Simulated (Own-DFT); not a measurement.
# Which defects push the lattice out? C11b WSi2

The numbers are computed, not measured, by runs of the plane-wave DFT program Own-DFT (in-house, retired, unreviewed) at fixed positions, with no spin and no spin-orbit coupling.

Common settings: PBE; PseudoDojo norm-conserving scalar-relativistic files; cutoff 50 hartree; 5 x 5 x 5 k mesh centred on Gamma; cold (Marzari-Vanderbilt) smearing of 0.2 eV.

Limits: forces on such cells failed a check on a denser k mesh; stress not checked against mesh or cutoff.

All runs share one cell, with vectors in Å (-2.148, -5.953, 3.409); (-6.444, 2.976, 1.136); (-2.553, -2.948, -6.757) and a volume of 403.2 Å³. Atoms were moved at random from their sites; u is the rms move along one axis. The defect's site can differ from row to row.

| cell | formula | u (Å) | P (GPa) |
|---|---|---|---|
| no defect | Si20W10 | 0.0192 | 4.44 |
| no defect | Si20W10 | 0.0455 | 5.74 |
| no defect | Si20W10 | 0.0521 | 6.61 |
| one W on a Si site | Si19W11 | 0.0276 | 9.81 |
| one W on a Si site | Si19W11 | 0.0303 | ? |
| one W on a Si site | Si19W11 | 0.0463 | 10.71 |
| one W on a Si site | Si19W11 | 0.0500 | 11.46 |
| one W vacancy | Si20W9 | 0.0343 | 3.99 |
| one W vacancy | Si20W9 | 0.0461 | 4.49 |
| one W vacancy | Si20W9 | 0.0493 | 4.85 |
| one Si on a W site | Si21W9 | 0.0302 | 6.12 |
| one Si on a W site | Si21W9 | 0.0317 | 5.98 |
| one Si on a W site | Si21W9 | 0.0499 | 7.04 |
| one Si vacancy | Si19W10 | 0.0267 | 2.94 |
| one Si vacancy | Si19W10 | 0.0351 | 3.55 |
| one Si vacancy | Si19W10 | 0.0534 | 4.60 |

## What the rows give

P = P0 + c u² + a shift for each defect gives P0 = 4.25 GPa, c = 787 ± 60 GPa/Å² and a scatter of 0.18 GPa. The shifts, and each times the cell's volume:

- one W on a Si site: 5.00 ± 0.15 GPa, 12.6 eV
- one Si on a W site: 0.98 ± 0.15 GPa, 2.5 eV
- one W vacancy: -1.31 ± 0.15 GPa, -3.3 eV
- one Si vacancy: -1.81 ± 0.15 GPa, -4.5 eV

A positive shift means that the defect pushes the cell outwards. Shift times volume (160.2 GPa Å³ is 1 eV) depends little on the cell's size, so, taken for each site, it can be compared between cells at like pressure. The atoms around the defects weren't relaxed, which would change these numbers.

## Prediction

Question: what pressure belongs in the blank (one W on a Si site, u = 0.0303 Å)?

Estimate: 9.97 ± 0.22 GPa. The hidden result is 9.87 GPa.
